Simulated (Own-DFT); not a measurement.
# Which defects push the lattice out? wurtzite GaN

No measurement is shown. These are fixed-geometry runs of a retired plane-wave code named Own-DFT, which no person has reviewed; spin and spin-orbit coupling are neglected.

Common settings: PBE; PseudoDojo norm-conserving scalar-relativistic files; cutoff 42 hartree; 4 x 4 x 3 k mesh centred on Gamma; Fermi-Dirac smearing of 0.1 eV.

Known weak points (not all hold for every row): not probed for a lower state with spin; forces not confirmed at this smearing and k mesh; stress not checked against mesh or cutoff.

All runs share one cell, with vectors in Å (9.567, 0.000, 0.000); (-4.784, 8.285, 0.000); (0.000, 0.000, 10.370) and a volume of 822.0 Å³. Atoms were moved at random from their sites; u is the rms move along one axis. The defect's site can differ from row to row.

```
               cell  formula   u (Å)  P (GPa)
          no defect  Ga36N36  0.0187     5.91
          no defect  Ga36N36  0.0201     5.92
          no defect  Ga36N36  0.0482     7.47
 one N on a Ga site  Ga35N37  0.0309     5.55
 one N on a Ga site  Ga35N37  0.0503     6.66
 one N on a Ga site  Ga35N37  0.0530     6.52
one Ga on an N site  Ga37N35  0.0285    11.79
one Ga on an N site  Ga37N35  0.0292    11.95
one Ga on an N site  Ga37N35  0.0500        ?
one Ga on an N site  Ga37N35  0.0533    13.80
```

## What the rows give

P = P0 + c u² + a shift for each defect gives P0 = 5.61 GPa, c = 801 ± 78 GPa/Å² and a scatter of 0.21 GPa. The shifts, and each times the cell's volume:

- one Ga on an N site: 5.70 ± 0.18 GPa, 29.2 eV
- one N on a Ga site: -1.05 ± 0.19 GPa, -5.4 eV

Against the defect-free cell, a freed cell would be larger where the shift is positive and smaller where it is negative (160.2 GPa Å³ is 1 eV). The atoms around the defects weren't relaxed, which would change these numbers.

## Test on the hidden row

Q: what pressure belongs in the blank (one Ga on an N site, u = 0.0500 Å)?

From the fit: 13.31 ± 0.26 GPa. The hidden result is 13.03 GPa.
